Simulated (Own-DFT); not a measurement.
# A layer strained by its substrate: wurtzite AlGaN with randomly placed atoms, 72 atoms (Al9Ga27N36)

No measurement is shown. These are fixed-geometry runs of a retired plane-wave code named Own-DFT, which no person has reviewed; spin and spin-orbit coupling are neglected.

Settings: PBE; PseudoDojo norm-conserving scalar-relativistic files; cutoff 42 hartree; 4 x 4 x 3 k mesh centred on Gamma; Fermi-Dirac smearing of 0.1 eV.

Known weak points: forces on such cells passed a denser k mesh, each cell not checked; stress not checked against mesh or cutoff.

Unstrained cell vectors in Å: (9.509, 0.000, 0.000); (-4.755, 8.235, 0.000); (0.000, 0.000, 10.268). The unstrained cell has measured lattice constants (interpolated for alloys), not those of this functional. That, the random moves and any unrelaxed bonds set the pressure at no strain. Each run strains x and y alike by e, as a substrate would, and holds the height along z. Each coordinate of each atom was shifted by a normal deviate of width 0.05 Å. The random placing of the alloy's atoms differs from row to row. Stress is positive in tension.

| e (%) | u (Å) | (s_xx + s_yy)/2 (GPa) | s_zz (GPa) |
|---|---|---|---|
| -3.00 | 0.049 | -26.61 | -13.49 |
| -2.25 | 0.050 | -21.24 | -12.20 |
| -1.75 | 0.048 | -18.31 | -10.32 |
| -1.50 | 0.051 | ? | ? |
| -1.00 | 0.054 | -15.24 | -8.02 |
| -0.50 | 0.053 | -10.56 | -8.83 |
| -0.25 | 0.047 | -8.29 | -9.24 |
| 1.25 | 0.051 | -0.83 | -7.13 |
| 1.50 | 0.050 | 0.32 | -5.39 |
| 2.75 | 0.054 | 5.32 | -3.83 |

## Working it out

With e as a fraction, the in-plane stress is -7.8 + 558 e - 2529 e² GPa (errors 15 and 905, scatter 0.81), and s_zz is -8.2 + 157 e GPa (slope ± 16, scatter 0.88). At e = 0 the first slope is C11 + C12 and the second 2 C13, both with the ions held to the strained lattice and at the cell's own pressure. A free layer would change its height as e changes, and the in-plane slope would drop by 2 C13²/C33 to the biaxial modulus. At fixed height, a misfit of 1 % moves the in-plane stress by about 5.6 GPa and s_zz by 1.6 GPa.

## Check

Q: what are the two stresses at e = -1.50 %?

From the fit: -16.7 and -10.5 GPa. Computed: -16.91 and -9.45 GPa.
